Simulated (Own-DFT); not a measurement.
# Computed records: Si3N4 (beta silicon nitride, strained, atoms displaced)

A calculation, not a measurement: plane-wave PBE density functional theory by an unreviewed code, no spin, of a simulated periodic cell, stress positive in tension, free energy of the whole cell less one offset for each atom, forces on such cells moved up to 12 meV/angstrom on a denser k mesh; offsets are fitted by least squares, one for each functional and potential file, so energies compare only between cells with the same atoms and settings and are not formation energies; the far tail of each file's local potential was reset to the Coulomb form; each entry is a single point on an unrelaxed cell, so the pressure reflects the starting lattice, mostly measured values (interpolated for alloys), from which strain is counted, and rises with the displacements; printed positions are rounded, which can move forces by about a meV/angstrom; the program, named Own-DFT, is a retired in-house code; no spin-orbit coupling; before rounding, a Quantum ESPRESSO 7.3.1 run of the same cell and cutoff gave forces within 1 meV/angstrom rms on each cell, which checks the program and not the settings. Program: Own-DFT development build.

Settings shared by all entries: functional PBE; potential files PseudoDojo norm-conserving, scalar-relativistic, standard set; wave cutoff 42 hartree; occupations Fermi-Dirac; smearing width 0.1 eV; k mesh 2 x 2 x 4 centred on Gamma.

```yaml
- entry: 1
  formula: Si3N4
  kind: "beta silicon nitride, strained, atoms displaced"
  structure:
    cell_angstrom:
      - [15.1845, -0.1999, -0.1441]
      - [-7.7654, 13.3763, 0.3116]
      - [-0.0551, 0.1058, 5.8931]
    atoms_fractional:
      - [Si, 0.09244, 0.38517, 0.13129]
      - [Si, 0.11748, 0.2069, 0.11973]
      - [Si, 0.29116, 0.41382, 0.10947]
      - [Si, 0.41589, 0.11861, 0.39332]
      - [Si, 0.3829, 0.29929, 0.38164]
      - [Si, 0.20069, 0.08695, 0.38747]
      - ["N", 0.16611, 0.00955, 0.12497]
      - ["N", 0.48123, 0.14664, 0.12045]
      - ["N", 0.34393, 0.33107, 0.12011]
      - ["N", 0.3333, 0.48863, 0.37879]
      - ["N", 0.01619, 0.35187, 0.37775]
      - ["N", 0.14711, 0.16561, 0.37247]
      - ["N", 0.16453, 0.32807, 0.14362]
      - ["N", 0.33666, 0.16871, 0.36415]
      - [Si, 0.08745, 0.38489, 0.63482]
      - [Si, 0.12075, 0.20587, 0.63022]
      - [Si, 0.29559, 0.41502, 0.6356]
      - [Si, 0.41617, 0.11841, 0.86815]
      - [Si, 0.39411, 0.30041, 0.8841]
      - [Si, 0.20287, 0.08755, 0.86378]
      - ["N", 0.16922, 0.01204, 0.6302]
      - ["N", 0.4819, 0.15182, 0.62131]
      - ["N", 0.35357, 0.3329, 0.6294]
      - ["N", 0.33313, 0.4864, 0.87162]
      - ["N", 0.01967, 0.35705, 0.90375]
      - ["N", 0.14551, 0.16315, 0.8604]
      - ["N", 0.15927, 0.33434, 0.61636]
      - ["N", 0.33362, 0.16369, 0.87599]
      - [Si, 0.088, 0.88303, 0.11578]
      - [Si, 0.11695, 0.70182, 0.10899]
      - [Si, 0.29268, 0.90796, 0.13605]
      - [Si, 0.41237, 0.61549, 0.37069]
      - [Si, 0.39428, 0.79452, 0.38537]
      - [Si, 0.20471, 0.58505, 0.3808]
      - ["N", 0.16944, 0.52085, 0.12491]
      - ["N", 0.48721, 0.65382, 0.14036]
      - ["N", 0.3406, 0.82569, 0.1349]
      - ["N", 0.33803, 0.98494, 0.37464]
      - ["N", 0.0171, 0.84669, 0.38503]
      - ["N", 0.1564, 0.66829, 0.39103]
      - ["N", 0.16344, 0.83484, 0.13922]
      - ["N", 0.33243, 0.66771, 0.36885]
      - [Si, 0.08468, 0.8798, 0.61846]
      - [Si, 0.11332, 0.69624, 0.6102]
      - [Si, 0.29561, 0.90653, 0.63559]
      - [Si, 0.41802, 0.61812, 0.87847]
      - [Si, 0.38653, 0.7964, 0.87478]
      - [Si, 0.20529, 0.58717, 0.8819]
      - ["N", 0.16494, 0.51533, 0.63187]
      - ["N", 0.48765, 0.64756, 0.63562]
      - ["N", 0.34407, 0.8381, 0.63376]
      - ["N", 0.33803, 0.9824, 0.87012]
      - ["N", 0.02141, 0.85265, 0.88057]
      - ["N", 0.14383, 0.6639, 0.8751]
      - ["N", 0.16412, 0.83359, 0.61484]
      - ["N", 0.33087, 0.66808, 0.87874]
      - [Si, 0.58534, 0.3901, 0.12548]
      - [Si, 0.61013, 0.20305, 0.11884]
      - [Si, 0.79872, 0.4179, 0.11113]
      - [Si, 0.90931, 0.11529, 0.36061]
      - [Si, 0.89357, 0.30437, 0.37095]
      - [Si, 0.7007, 0.08299, 0.37517]
      - ["N", 0.66807, 0.01687, 0.128]
      - ["N", 0.98016, 0.14985, 0.11905]
      - ["N", 0.85389, 0.3327, 0.12058]
      - ["N", 0.83378, 0.48477, 0.38984]
      - ["N", 0.5127, 0.3414, 0.36746]
      - ["N", 0.64839, 0.16378, 0.37878]
      - ["N", 0.66984, 0.33789, 0.11991]
      - ["N", 0.83435, 0.16821, 0.37768]
      - [Si, 0.58652, 0.38638, 0.62426]
      - [Si, 0.61471, 0.20667, 0.62512]
      - [Si, 0.80159, 0.41154, 0.62396]
      - [Si, 0.91319, 0.117, 0.87944]
      - [Si, 0.87828, 0.29949, 0.8725]
      - [Si, 0.69899, 0.08279, 0.86848]
      - ["N", 0.66674, 0.01416, 0.61476]
      - ["N", 0.98537, 0.14982, 0.61581]
      - ["N", 0.84793, 0.33412, 0.63552]
      - ["N", 0.83254, 0.48119, 0.88416]
      - ["N", 0.51334, 0.34687, 0.87271]
      - ["N", 0.6472, 0.15813, 0.86708]
      - ["N", 0.66458, 0.33982, 0.62788]
      - ["N", 0.83414, 0.16551, 0.8816]
      - [Si, 0.58766, 0.88434, 0.12768]
      - [Si, 0.60867, 0.69649, 0.12413]
      - [Si, 0.79846, 0.91707, 0.12146]
      - [Si, 0.91344, 0.61252, 0.37559]
      - [Si, 0.87379, 0.78708, 0.37238]
      - [Si, 0.70461, 0.59164, 0.38882]
      - ["N", 0.66999, 0.51542, 0.14155]
      - ["N", 0.98301, 0.65424, 0.11887]
      - ["N", 0.8534, 0.83487, 0.12468]
      - ["N", 0.84219, 0.99233, 0.35822]
      - ["N", 0.51738, 0.84803, 0.36792]
      - ["N", 0.64648, 0.66464, 0.38812]
      - ["N", 0.66691, 0.83314, 0.11103]
      - ["N", 0.83767, 0.6626, 0.37012]
      - [Si, 0.58258, 0.88295, 0.62183]
      - [Si, 0.6126, 0.69709, 0.61263]
      - [Si, 0.80444, 0.91726, 0.61735]
      - [Si, 0.91587, 0.6141, 0.869]
      - [Si, 0.88566, 0.80022, 0.87252]
      - [Si, 0.70532, 0.58531, 0.87452]
      - ["N", 0.67024, 0.518, 0.61941]
      - ["N", 0.98592, 0.65367, 0.62617]
      - ["N", 0.84384, 0.83758, 0.63035]
      - ["N", 0.834, 0.98485, 0.87192]
      - ["N", 0.51708, 0.84749, 0.87915]
      - ["N", 0.65167, 0.67074, 0.87511]
      - ["N", 0.67187, 0.83708, 0.6308]
      - ["N", 0.83586, 0.66998, 0.87763]
  results:
    "free_energy_of_cell_above_offsets [eV]": "-6.306"
    "pressure [GPa]": 3.58
    "stress_xx [GPa]": -7.45
    "stress_yy [GPa]": -1.63
    "stress_zz [GPa]": -1.66
    "stress_yz [GPa]": 5.37
    "stress_xz [GPa]": -2.6
    "stress_xy [GPa]": -4.79
    force_element: [Si, Si, Si, Si, Si, Si, "N", "N", "N", "N", "N", "N", "N", "N", Si, Si, Si, Si, Si, Si, "N", "N", "N", "N", "N", "N", "N", "N", Si, Si, Si, Si, Si, Si, "N", "N", "N", "N", "N", "N", "N", "N", Si, Si, Si, Si, Si, Si, "N", "N", "N", "N", "N", "N", "N", "N", Si, Si, Si, Si, Si, Si, "N", "N", "N", "N", "N", "N", "N", "N", Si, Si, Si, Si, Si, Si, "N", "N", "N", "N", "N", "N", "N", "N", Si, Si, Si, Si, Si, Si, "N", "N", "N", "N", "N", "N", "N", "N", Si, Si, Si, Si, Si, Si, "N", "N", "N", "N", "N", "N", "N", "N"]
    "force_x [eV/angstrom]": [-1.302, -0.123, 2.73, -2.684, 0.05, 1.21, -0.921, 0.287, 0.092, 0.226, 2.95, 1.012, -0.708, -1.622, -2.589, -3.531, 0.766, -1.857, -6.368, 0.402, -0.982, 2.863, -2.36, 0.152, -1.396, 1.793, 4.516, -0.276, -0.805, -1.033, 1.335, -1.337, -7.93, -1.756, 0.39, -2.728, 2.264, 0.181, -3.295, 0.474, 2.132, 2.968, 1.173, -0.77, -4.372, -2.285, -3.563, -2.896, 0.259, -2.842, 8.243, -0.07, -3.054, 2.488, 1.585, 3.716, 2.61, 2.624, 1.129, 0.817, -3.368, -0.192, -0.684, 2.946, -3.12, 0.938, -0.058, -0.984, -1.659, -0.856, -0.112, 1.449, -2.844, -0.217, 4.493, 1.522, -0.855, -0.41, 0.492, 0.761, 4.594, -2.174, 2.64, -1.711, 2.542, 4.356, 0.91, 0.83, 2.7, 0.81, -1.076, 1.263, -1.579, -0.39, 1.182, 2.161, -0.461, -3.343, 4.386, 0.664, -3.441, -1.869, 0.731, -0.975, -0.988, -0.591, 4.468, 0.525, -0.879, 1.155, -2.139, 0.477]
    "force_y [eV/angstrom]": [0.779, -4.412, -0.93, -3.062, -2.229, -0.579, 3.368, 0.841, 1.418, -1.835, 2.005, -0.125, 3.384, 0.285, 0.261, -0.476, -1.633, -3.243, -4.313, -1.511, 0.691, 1.93, 2.014, 1.142, -1.032, -0.262, -0.094, 2.401, 0.748, 2.239, 2.488, 0.158, 0.513, 0.97, -2.568, -1.748, -0.151, 0.01, -1.191, -1.873, -3.12, -0.558, 1.21, 3.953, 4.805, 0.365, 1.362, 0.74, 0.044, -0.918, -5.081, 0.435, -1.534, -1.762, -2.279, -0.088, -2.096, 0.119, -4.201, 3.052, -3.923, 3.6, -1.903, 1.711, 2.378, -0.029, 1.794, 0.603, -1.308, 0.77, -0.15, -0.507, 0.089, -0.409, -2.993, 1.242, -1.718, 0.044, 0.433, 4.109, 3.263, 1.845, -1.872, 0.981, 0.926, 4.143, -1.551, 0.988, 3.2, -0.158, 1.475, -0.934, 0.493, -4.04, 0.507, -1.478, -0.952, 0.567, 0.642, 5.273, 1.719, 0.778, 0.186, 1.754, -1.502, -1.487, -3.088, 0.89, -0.065, -2.542, -1.546, -1.076]
    "force_z [eV/angstrom]": [1.434, -0.186, 3.711, -5.698, -1.421, -2.925, 0.35, 0.774, 0.051, -1.187, 1.057, 0.586, -0.843, 0.955, 1.044, -4.324, -2.539, 1.657, -0.024, 2.26, -0.164, 2.42, 0.54, 0.019, -4.268, 4.176, 0.981, -0.265, 3.638, 3.35, -0.626, 2.675, -1.087, -0.261, 2.437, -2.345, -0.399, 0.873, -2.686, -4.095, -0.958, 0.796, 1.831, 2.63, -1.281, 0.327, 1.576, -2.028, 0.554, -1.747, -0.635, 1.105, -2.686, -1.254, 0.676, -0.545, 0.224, 0.653, 6.579, 2.403, 0.531, -1.298, -0.29, 0.191, 1.022, -3.113, 1.43, -0.441, 0.021, -0.017, -1.181, -0.999, 1.511, -3.348, 2.99, -0.108, 2.421, 0.621, -3.719, -5.853, 0.489, 0.727, 0.018, -0.673, -1.423, -0.805, -0.098, -0.363, 1.215, -2.883, -1.141, 0.818, -0.293, 0.871, 1.542, -3.694, 1.217, 0.507, 0.964, 4.344, 0.476, 0.9, 0.759, 0.976, 3.032, -1.221, -1.43, -0.991, -0.635, 0.58, -1.269, -0.749]
- entry: 2
  formula: Si3N4
  kind: "beta silicon nitride, strained, atoms displaced"
  structure:
    cell_angstrom:
      - [15.0638, 0.0567, -0.2255]
      - [-7.4828, 12.9238, 0.1414]
      - [-0.0862, 0.0127, 5.8915]
    atoms_fractional:
      - [Si, 0.0876, 0.39075, 0.12467]
      - [Si, 0.10818, 0.19892, 0.12636]
      - [Si, 0.30317, 0.42045, 0.11432]
      - [Si, 0.4112, 0.11681, 0.37259]
      - [Si, 0.38355, 0.29659, 0.37351]
      - [Si, 0.20002, 0.0834, 0.38878]
      - ["N", 0.16367, 0.01801, 0.13169]
      - ["N", 0.48369, 0.1472, 0.11007]
      - ["N", 0.35166, 0.339, 0.11312]
      - ["N", 0.33158, 0.47855, 0.37612]
      - ["N", 0.01621, 0.35299, 0.37097]
      - ["N", 0.15148, 0.16729, 0.36728]
      - ["N", 0.16953, 0.33277, 0.13268]
      - ["N", 0.33827, 0.16876, 0.36378]
      - [Si, 0.08192, 0.37847, 0.61958]
      - [Si, 0.11187, 0.20689, 0.62634]
      - [Si, 0.29841, 0.4186, 0.62622]
      - [Si, 0.40871, 0.11229, 0.87127]
      - [Si, 0.37894, 0.29484, 0.85816]
      - [Si, 0.19585, 0.08053, 0.88458]
      - ["N", 0.15721, 0.00277, 0.64141]
      - ["N", 0.48366, 0.14407, 0.63033]
      - ["N", 0.34733, 0.32819, 0.62185]
      - ["N", 0.3338, 0.48608, 0.87476]
      - ["N", 0.01701, 0.34943, 0.87642]
      - ["N", 0.15216, 0.16161, 0.88462]
      - ["N", 0.158, 0.32847, 0.63291]
      - ["N", 0.33445, 0.16924, 0.89008]
      - [Si, 0.0878, 0.89158, 0.10879]
      - [Si, 0.11703, 0.7002, 0.12956]
      - [Si, 0.30048, 0.91281, 0.12939]
      - [Si, 0.41978, 0.61544, 0.37546]
      - [Si, 0.38052, 0.79748, 0.35267]
      - [Si, 0.19715, 0.5814, 0.3847]
      - ["N", 0.16828, 0.5169, 0.1264]
      - ["N", 0.48417, 0.65314, 0.12203]
      - ["N", 0.34587, 0.82558, 0.13339]
      - ["N", 0.32882, 0.9834, 0.35979]
      - ["N", 0.0169, 0.85297, 0.36943]
      - ["N", 0.15207, 0.66586, 0.37217]
      - ["N", 0.16469, 0.83282, 0.1275]
      - ["N", 0.33178, 0.67429, 0.36608]
      - [Si, 0.09029, 0.87716, 0.6221]
      - [Si, 0.11194, 0.69978, 0.62795]
      - [Si, 0.3018, 0.91589, 0.61121]
      - [Si, 0.41899, 0.61781, 0.87764]
      - [Si, 0.38765, 0.80018, 0.87507]
      - [Si, 0.20079, 0.59101, 0.88567]
      - ["N", 0.1595, 0.51884, 0.623]
      - ["N", 0.4916, 0.66047, 0.63133]
      - ["N", 0.34819, 0.83884, 0.61626]
      - ["N", 0.33142, 0.97667, 0.88163]
      - ["N", 0.01973, 0.84685, 0.88105]
      - ["N", 0.15485, 0.66834, 0.87236]
      - ["N", 0.1615, 0.83458, 0.62256]
      - ["N", 0.33206, 0.66841, 0.86811]
      - [Si, 0.58563, 0.38431, 0.12871]
      - [Si, 0.6194, 0.2045, 0.11811]
      - [Si, 0.79879, 0.41117, 0.1283]
      - [Si, 0.91565, 0.11944, 0.38124]
      - [Si, 0.88919, 0.29522, 0.37562]
      - [Si, 0.70536, 0.08919, 0.37815]
      - ["N", 0.66966, 0.013, 0.13251]
      - ["N", 0.98237, 0.15351, 0.1123]
      - ["N", 0.84911, 0.3382, 0.12527]
      - ["N", 0.83534, 0.48754, 0.38571]
      - ["N", 0.5209, 0.34553, 0.37079]
      - ["N", 0.6503, 0.16659, 0.37834]
      - ["N", 0.66549, 0.33195, 0.12636]
      - ["N", 0.83549, 0.1694, 0.38421]
      - [Si, 0.5826, 0.37996, 0.60592]
      - [Si, 0.61124, 0.20188, 0.61897]
      - [Si, 0.79563, 0.40341, 0.6291]
      - [Si, 0.91031, 0.11306, 0.86414]
      - [Si, 0.87921, 0.29326, 0.86569]
      - [Si, 0.70044, 0.08343, 0.8779]
      - ["N", 0.66014, 0.01021, 0.62027]
      - ["N", 0.97683, 0.1507, 0.61788]
      - ["N", 0.84643, 0.3391, 0.60878]
      - ["N", 0.83774, 0.48774, 0.88022]
      - ["N", 0.51933, 0.35212, 0.85539]
      - ["N", 0.64877, 0.16821, 0.87813]
      - ["N", 0.66555, 0.33185, 0.6354]
      - ["N", 0.82789, 0.16596, 0.87652]
      - [Si, 0.58463, 0.88838, 0.12995]
      - [Si, 0.61268, 0.70373, 0.13447]
      - [Si, 0.79968, 0.90884, 0.1319]
      - [Si, 0.91002, 0.61941, 0.36249]
      - [Si, 0.88544, 0.80004, 0.38473]
      - [Si, 0.69893, 0.58686, 0.38254]
      - ["N", 0.66947, 0.51688, 0.12019]
      - ["N", 0.98345, 0.64837, 0.1238]
      - ["N", 0.85204, 0.836, 0.10398]
      - ["N", 0.83441, 0.98477, 0.3722]
      - ["N", 0.51551, 0.84528, 0.3795]
      - ["N", 0.64247, 0.66984, 0.38942]
      - ["N", 0.66543, 0.83294, 0.11732]
      - ["N", 0.82682, 0.66845, 0.39026]
      - [Si, 0.58863, 0.88299, 0.62457]
      - [Si, 0.6091, 0.69892, 0.62801]
      - [Si, 0.79528, 0.91752, 0.61606]
      - [Si, 0.90993, 0.61489, 0.86239]
      - [Si, 0.88901, 0.80076, 0.87315]
      - [Si, 0.69612, 0.58879, 0.87542]
      - ["N", 0.66375, 0.51435, 0.62321]
      - ["N", 0.98458, 0.65279, 0.63828]
      - ["N", 0.84531, 0.83162, 0.63312]
      - ["N", 0.82739, 0.98869, 0.86112]
      - ["N", 0.5176, 0.85055, 0.87121]
      - ["N", 0.64635, 0.66858, 0.88117]
      - ["N", 0.66613, 0.83371, 0.62489]
      - ["N", 0.82697, 0.66821, 0.8726]
  results:
    "free_energy_of_cell_above_offsets [eV]": "-4.775"
    "pressure [GPa]": 12.11
    "stress_xx [GPa]": -13.74
    "stress_yy [GPa]": -17.47
    "stress_zz [GPa]": -5.13
    "stress_yz [GPa]": 1.4
    "stress_xz [GPa]": -4.7
    "stress_xy [GPa]": 3.78
    force_element: [Si, Si, Si, Si, Si, Si, "N", "N", "N", "N", "N", "N", "N", "N", Si, Si, Si, Si, Si, Si, "N", "N", "N", "N", "N", "N", "N", "N", Si, Si, Si, Si, Si, Si, "N", "N", "N", "N", "N", "N", "N", "N", Si, Si, Si, Si, Si, Si, "N", "N", "N", "N", "N", "N", "N", "N", Si, Si, Si, Si, Si, Si, "N", "N", "N", "N", "N", "N", "N", "N", Si, Si, Si, Si, Si, Si, "N", "N", "N", "N", "N", "N", "N", "N", Si, Si, Si, Si, Si, Si, "N", "N", "N", "N", "N", "N", "N", "N", Si, Si, Si, Si, Si, Si, "N", "N", "N", "N", "N", "N", "N", "N"]
    "force_x [eV/angstrom]": [2.09, 2.835, -1.356, 3.514, 0.205, 0.485, 0.248, 0.565, 1.528, 0.66, 0.462, -0.81, -1.621, -3.607, -0.96, 3.005, -0.294, 0.544, 3.457, 2.697, 0.338, -2.052, -3.111, 0.433, -2.123, -4.416, 2.719, -0.955, 2.285, -2.302, -2.161, -4.022, 4.293, 1.712, -0.321, 0.166, -3.7, 0.447, -0.704, -0.964, 1.066, 2.719, -8.582, 0.649, -3.549, -3.508, -1.3, 3.024, 0.586, -5.711, 3.397, 0.118, -2.557, -2.722, 10.17, 1.809, 1.492, -1.944, -3.418, -1.594, -4.272, -1.022, -0.551, -1.002, 4.601, -0.067, -4.605, 0.284, 0.256, 0.146, 3.068, 1.659, -7.581, -1.649, -0.476, -1.426, 0.35, 3.739, 9.46, -0.095, -2.515, 2.178, -0.269, 1.704, 1.726, 1.25, -3.28, 0.516, 0.045, -0.287, -1.403, 0.001, 0.804, 0.574, -1.473, 2.821, 0.006, 1.509, -1.058, 4.507, 0.502, -1.316, 0.353, 1.851, -0.917, -0.312, -0.394, 0.927, -0.809, -0.297, 0.957, 1.927]
    "force_y [eV/angstrom]": [-2.833, 1.686, -4.25, -0.608, 1.06, 0.377, 0.284, 0.148, -0.254, 3.632, 0.012, -0.583, 1.359, -1.066, 3.196, -4.96, -3.841, -0.108, 1.098, 1.077, 5.827, -0.95, 2.582, 1.607, -0.64, 2.182, 4.389, -3.325, -2.899, 1.601, -2.88, 1.388, 0.24, 3.803, 0.608, -1.01, 3.871, 2.062, -0.157, -0.251, 0.631, -6.528, 0.408, 1.464, -0.449, 1.178, -0.426, -1.144, -3.31, -3.848, -1.748, 2.229, -0.755, 1.174, -3.693, -0.921, 0.138, -0.815, 3.583, -2.26, 2.722, -0.942, 2.754, -1.035, -3.228, -1.484, -1.609, -0.497, 1.465, -1.762, 2.423, 0.096, 8.048, 1.404, 2.789, -0.099, 3.46, 1.755, -6.16, -3.517, -0.949, -1.765, -0.062, -0.498, -2.762, 1.025, 1.271, -0.57, 0.369, 0.074, -0.055, 0.107, 0.07, 1.295, 0.246, -2.565, 1.324, 0.524, -1.276, 4.35, -2.396, 1.075, -1.476, -0.537, -0.034, -0.099, 1.835, -2.09, 0.318, -0.916, -0.489, -0.307]
    "force_z [eV/angstrom]": [-0.43, -1.266, 2.24, -1.528, -1.764, -0.069, 1.26, 2.67, 0.507, -0.419, -0.565, 3.043, -0.447, 1.152, 2.122, 0.052, 0.187, 0.479, 4.194, -1.318, -0.988, -1.4, -2.937, -2.083, -1.094, -1.545, -0.104, -1.095, 4.649, -1.429, -1.705, 0.321, 9.137, -2.048, 0.548, 1.697, -7.94, 2.247, -0.046, 1.989, -0.083, 0.811, 0.079, -1.218, 1.95, -1.751, -1.46, -1.977, 2.893, -0.223, -0.084, -2.403, -3.631, 1.325, -0.414, 0.118, -3.653, 1.157, 0.583, -5.129, -1.093, 0.299, -0.186, 1.675, -0.608, -0.935, -2.477, -0.438, 0.22, -0.231, 5.186, 0.953, 0.451, 1.244, 1.247, -0.569, 0.8, 2.89, 0.46, -0.87, 1.976, -1.427, -0.717, -0.329, 0.246, -1.368, -2.523, 1.564, -1.038, -0.987, 1.885, -0.374, 3.381, -0.98, -1.506, -1.98, 0.63, -0.886, 0.042, 1.646, 1.74, 2.617, -0.438, -0.659, 0.33, -3.148, -1.987, 1.585, 0.822, 0.76, -0.169, 0.109]
```
